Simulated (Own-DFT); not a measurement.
# Strain and stress in wurtzite GaN, 72 atoms (Ga36N36)

Calculated results; nothing here was measured. The program, named Own-DFT, is a retired in-house plane-wave density functional code that no person has reviewed. Each row is one single-point run on a periodic cell that was not relaxed, without spin or spin-orbit coupling.

Settings of every run: PBE; PseudoDojo norm-conserving scalar-relativistic files; cutoff 42 hartree; 4 x 4 x 3 k mesh centred on Gamma; Fermi-Dirac smearing of 0.1 eV.

Known limits: forces not confirmed at this smearing and k mesh; stress not checked against mesh or cutoff.

Unstrained cell vectors in Å: (9.567, 0.000, 0.000); (-4.783, 8.285, 0.000); (0.000, 0.000, 10.370). The unstrained cell has measured lattice constants (interpolated for alloys), not those of this functional. That, the random moves and any unrelaxed bonds set the pressure at no strain. Each run strains this cell uniformly, with the atoms carried along. Every atom was also moved at random, by a Gaussian of width 0.05 Å on each axis. Strain is the symmetric tensor, in per cent. Stress is positive in tension, and the pressure is minus a third of its trace.

```
run,e_xx (%),e_yy (%),e_zz (%),e_yz (%),e_xz (%),e_xy (%),s_xx (GPa),s_yy (GPa),s_zz (GPa),s_yz (GPa),s_xz (GPa),s_xy (GPa),P (GPa),E (meV/atom)
1,-1.21,1.48,-0.44,-1.69,-1.62,-1.82,-12.86,-3.69,-10.05,-4.14,-3.59,-6.98,8.86,49.5
2,-0.74,0.36,1.36,1.99,-1.00,-1.57,-8.94,-6.78,-2.52,4.25,-1.06,-5.81,6.08,22.6
3,-0.12,1.85,1.96,0.25,1.39,-1.69,-5.14,1.29,1.82,0.08,1.36,-4.22,0.68,3.7
4,1.66,-1.31,-0.32,-0.18,0.80,0.06,-1.90,-12.98,-9.87,-0.38,1.95,-0.02,8.25,38.9
5,-0.15,0.01,-2.00,0.55,0.52,1.70,-10.36,-8.87,-17.96,1.48,1.36,3.95,12.40,39.1
6,-1.82,1.79,-1.20,-0.11,-1.59,1.20,-13.46,-3.20,-13.87,-0.50,-3.60,2.23,10.18,26.4
7,1.34,0.80,0.64,-1.56,-1.38,-0.75,-1.16,-1.91,-5.32,-3.24,-2.74,-1.82,2.79,16.0
8,1.63,0.32,-1.66,0.72,-1.51,1.60,-1.82,-5.99,-14.41,1.87,-3.28,4.58,7.41,26.7
9,1.93,1.30,-0.15,1.24,1.19,-0.25,1.02,0.16,-7.71,2.19,3.04,-1.16,2.18,17.1
10,1.79,-0.24,0.56,-0.08,0.42,-0.27,0.69,-7.18,-3.65,-0.86,0.71,-0.55,3.38,0.0
11,-0.94,0.76,0.09,-0.04,1.92,0.28,-10.24,-4.96,-8.57,0.21,3.88,-0.34,7.92,21.7
12,-1.78,-0.60,1.46,-1.97,-0.79,1.43,-15.73,-14.77,-1.85,-4.38,-1.34,6.07,10.78,53.3
13,0.68,-0.72,0.03,-1.18,0.32,-1.43,-6.34,-10.74,-6.50,-2.19,0.39,-3.45,7.86,29.8
14,-0.50,0.01,1.27,-1.69,0.25,-0.56,-9.22,-6.80,-2.74,-3.86,-0.29,-1.56,6.25,20.6
15,1.27,-0.39,1.14,-0.65,1.49,1.89,-1.97,-7.08,-1.97,-1.51,3.35,5.15,3.67,9.7
16,-1.05,1.84,-1.74,-1.76,0.51,0.24,?,?,?,?,?,?,?,?
```

E is the free energy for each atom above the lowest run shown.

## Worked fit

Each stress component was fitted by least squares to a constant and the strains of the runs shown, as fractions, with shears doubled. Shear strains stay in the fit of a normal stress only where such slopes are resolved. The slopes, in GPa:

| stress | at no strain | per e_xx | per e_yy | per e_zz | scatter |
|---|---|---|---|---|---|
| s_xx | -7.9 | 425 ± 16 | 105 ± 22 | 71 ± 17 | 0.74 |
| s_yy | -8.4 | 144 ± 19 | 486 ± 27 | 56 ± 21 | 0.91 |
| s_zz | -8.0 | 49 ± 16 | 19 ± 22 | 467 ± 17 | 0.76 |

Each shear stress against twice its own strain: yz 109 ± 5, xz 95 ± 7, xy 155 ± 11 GPa. These are stiffnesses along x, y and z of the frame in which the cell vectors are given, which need not be the crystal's axes. The atoms are held to the strained lattice; where symmetry lets them move under strain, relaxing them would lower some slopes. The table should be nearly symmetric about its diagonal, and what it lacks of that shows the noise. A ninth of its sum, 202 ± 6 GPa, estimates the bulk modulus near the mean pressure of these runs, 6.6 GPa, so it lies above the value at zero pressure.

## Withheld run

Question: what normal stresses and pressure should run 16 give?

The fit gives s_xx = -11.6, s_yy = -1.9, s_zz = -16.3 and P = 10.0 GPa. The calculation gave -12.57, -2.84, -13.98 and P = 9.79 GPa.
